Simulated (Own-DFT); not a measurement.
## Calculated data, AlGa₃N₄ (wurtzite random alloy, strained, atoms displaced)

A calculation, not a measurement: plane-wave PBE density functional theory by an unreviewed code, no spin, of a simulated periodic cell, stress positive in tension, free energy of the whole cell less one offset for each atom, forces on such cells passed a denser k mesh, this cell's mesh not checked; offsets are fitted by least squares, one for each functional and potential file, so energies compare only between cells with the same atoms and settings and are not formation energies; the far tail of each file's local potential was reset to the Coulomb form; each entry is a single point on an unrelaxed cell, so the pressure reflects the starting lattice, mostly measured values, from which strain is counted, and rises with the displacements; printed positions are rounded, which can move forces by about a meV/angstrom; the program is a retired in-house code; no spin-orbit coupling. Program: Own-DFT development build.

### AlGa₃N₄ (wurtzite random alloy, strained, atoms displaced)

```
CELL_PARAMETERS angstrom
9.50920 0.00000 0.00000
-4.75460 8.23530 0.00000
0.00000 0.00000 10.44820
ATOMIC_POSITIONS crystal
Ga 0.11531 0.22450 0.00501
Al 0.22743 0.12061 0.23916
N 0.12136 0.23008 0.19197
N 0.21796 0.10460 0.44230
Ga 0.11171 0.22193 0.49464
Ga 0.22092 0.11264 0.75519
N 0.11397 0.23459 0.68740
N 0.22078 0.11073 0.94752
Ga 0.12022 0.56038 0.99736
Al 0.22270 0.44279 0.24870
N 0.11023 0.54802 0.18820
N 0.22782 0.43797 0.43771
Ga 0.11529 0.56382 0.49953
Ga 0.23447 0.45515 0.74585
N 0.11933 0.57036 0.69646
N 0.22618 0.44189 0.93786
Ga 0.11611 0.89245 0.99887
Ga 0.22063 0.78419 0.24845
N 0.11047 0.89379 0.19701
N 0.22368 0.77946 0.43781
Ga 0.11346 0.88798 0.49617
Ga 0.22181 0.77243 0.75222
N 0.10587 0.88434 0.68955
N 0.22173 0.77280 0.93743
Al 0.44532 0.22463 0.00105
Al 0.55207 0.10360 0.25233
N 0.43895 0.21822 0.18591
N 0.56508 0.10840 0.43448
Al 0.44763 0.23093 0.49893
Ga 0.55975 0.11428 0.75275
N 0.45488 0.22711 0.68440
N 0.55193 0.11345 0.93008
Ga 0.44163 0.56609 0.99990
Ga 0.56891 0.44970 0.25847
N 0.44562 0.55022 0.18906
N 0.56200 0.45425 0.43606
Ga 0.44729 0.55770 0.49826
Ga 0.56557 0.43654 0.76112
N 0.43738 0.55566 0.68819
N 0.54924 0.44552 0.93758
Ga 0.44607 0.89496 0.00101
Ga 0.56158 0.78609 0.25015
N 0.43567 0.89124 0.19196
N 0.56468 0.78819 0.43025
Al 0.44338 0.88691 0.50890
Al 0.55450 0.77403 0.74255
N 0.44732 0.89460 0.69489
N 0.55516 0.77696 0.94062
Ga 0.77147 0.21095 0.99399
Ga 0.89251 0.10946 0.25751
N 0.77934 0.22748 0.19361
N 0.89007 0.11126 0.43529
Ga 0.77636 0.22866 0.50021
Ga 0.88774 0.11128 0.74813
N 0.77541 0.21586 0.68711
N 0.88046 0.10898 0.93622
Ga 0.76717 0.54962 0.00340
Ga 0.88555 0.44745 0.24776
N 0.78154 0.55453 0.18720
N 0.88538 0.44136 0.44027
Ga 0.78127 0.55540 0.50390
Al 0.88617 0.43372 0.74566
N 0.78510 0.55776 0.68820
N 0.89170 0.43864 0.93625
Ga 0.76795 0.87694 0.00268
Al 0.88788 0.77180 0.25577
N 0.77732 0.88882 0.18470
N 0.88783 0.77286 0.43641
Ga 0.78661 0.88170 0.49299
Ga 0.88901 0.77518 0.74788
N 0.77171 0.88372 0.68948
N 0.88338 0.76830 0.93568
```

```
functional                        : PBE
potential files                   : PseudoDojo norm-conserving, scalar-relativistic, standard set with the stringent files for Ga
wave cutoff                       : 96 hartree
occupations                       : Gaussian
smearing width                    : 0.01 eV
k mesh                            : 4 x 4 x 3 centred on Gamma
free energy of cell above offsets : -10.295 eV
pressure                          : 3.46 GPa
stress xx                         : -4.2 GPa
stress yy                         : -5.88 GPa
stress zz                         : -0.31 GPa
stress yz                         : 0.11 GPa
stress xz                         : 0.46 GPa
stress xy                         : -0.53 GPa
```

Force:
| element | x (eV/Å) | y (eV/Å) | z (eV/Å) |
| --- | --- | --- | --- |
| Ga | -1.515 | -0.069 | -0.355 |
| Al | -0.033 | -1.177 | 1.816 |
| N | -0.579 | -0.685 | -0.087 |
| N | 1.376 | 1.769 | -1.452 |
| Ga | 0.02 | -0.442 | 1.09 |
| Ga | -0.076 | 0.101 | -0.923 |
| N | 0.364 | -1.318 | 0.032 |
| N | 1.124 | 0.687 | -0.987 |
| Ga | -0.918 | -1.85 | 0.62 |
| Al | 0.361 | 0.924 | 0.47 |
| N | 0.229 | 0.992 | 0.344 |
| N | -1.23 | 1.478 | -1.074 |
| Ga | 0.479 | -1.377 | 0.391 |
| Ga | -2.292 | -1.514 | 1.287 |
| N | -0.785 | -4.1 | -1.939 |
| N | -0.538 | 0.266 | -0.392 |
| Ga | -0.833 | -1.655 | 0.638 |
| Ga | 0.132 | -1.574 | 0.36 |
| N | -1.096 | 0.112 | -0.824 |
| N | 1.161 | 0.443 | 0.257 |
| Ga | -0.256 | 0.072 | 1.056 |
| Ga | -0.533 | 2.957 | 0.564 |
| N | 0.814 | 1.093 | -0.241 |
| N | -0.027 | 1.619 | 0.41 |
| Al | -0.081 | 0.103 | 0.229 |
| Al | 0.12 | 1.468 | -0.132 |
| N | 1.58 | 0.315 | -0.009 |
| N | -2.712 | -0.412 | 0.523 |
| Al | 0.277 | -1.138 | -0.28 |
| Ga | -0.313 | -0.396 | -1.208 |
| N | -1.051 | -0.495 | -0.381 |
| N | -0.899 | 0.256 | 2.056 |
| Ga | 0.772 | -1.561 | 0.954 |
| Ga | -1.568 | -0.802 | -1.868 |
| N | -0.557 | 0.687 | 0.32 |
| N | 0.382 | -1.579 | 1.445 |
| Ga | -0.318 | 0.67 | 0.142 |
| Ga | -1.098 | 1.191 | -1.782 |
| N | 3.262 | 1.659 | -0.772 |
| N | 0.221 | -1.044 | 1.292 |
| Ga | -0.026 | -0.548 | -0.031 |
| Ga | -0.836 | -1.203 | -0.697 |
| N | 1.589 | 0.498 | -0.931 |
| N | -1.053 | -0.663 | 2.101 |
| Al | 0.555 | 0.816 | -1.08 |
| Al | -0.235 | 0.433 | 1.059 |
| N | 0.726 | -1.254 | -1.317 |
| N | -1.054 | 0.838 | -1.783 |
| Ga | -0.253 | 1.841 | 1.594 |
| Ga | -0.565 | 0.691 | -1.786 |
| N | -0.582 | -1.916 | -0.707 |
| N | 0.01 | -0.195 | 1.408 |
| Ga | 1.131 | -1.526 | -0.008 |
| Ga | 0.85 | -0.418 | 0.231 |
| N | -0.028 | 1.529 | -0.219 |
| N | 2.034 | -0.971 | 0.16 |
| Ga | 1.654 | 0.017 | -0.881 |
| Ga | 1.813 | -0.796 | 0.369 |
| N | -0.846 | 1.565 | 0.41 |
| N | 0.673 | 1.416 | -0.395 |
| Ga | -0.22 | -0.133 | 0.159 |
| Al | 0.502 | 1.456 | 1.074 |
| N | 0.276 | -1.483 | 0.262 |
| N | -0.908 | 0.2 | -0.771 |
| Ga | 1.263 | 1.336 | -0.815 |
| Al | -0.191 | 0.88 | -1.372 |
| N | 1.358 | -0.315 | 1.204 |
| N | 1.226 | -0.445 | -0.879 |
| Ga | -2.157 | 1.553 | 1.415 |
| Ga | -0.532 | 0.294 | 0.77 |
| N | 0.209 | 0.005 | -0.737 |
| N | 0.254 | 0.822 | 0.607 |
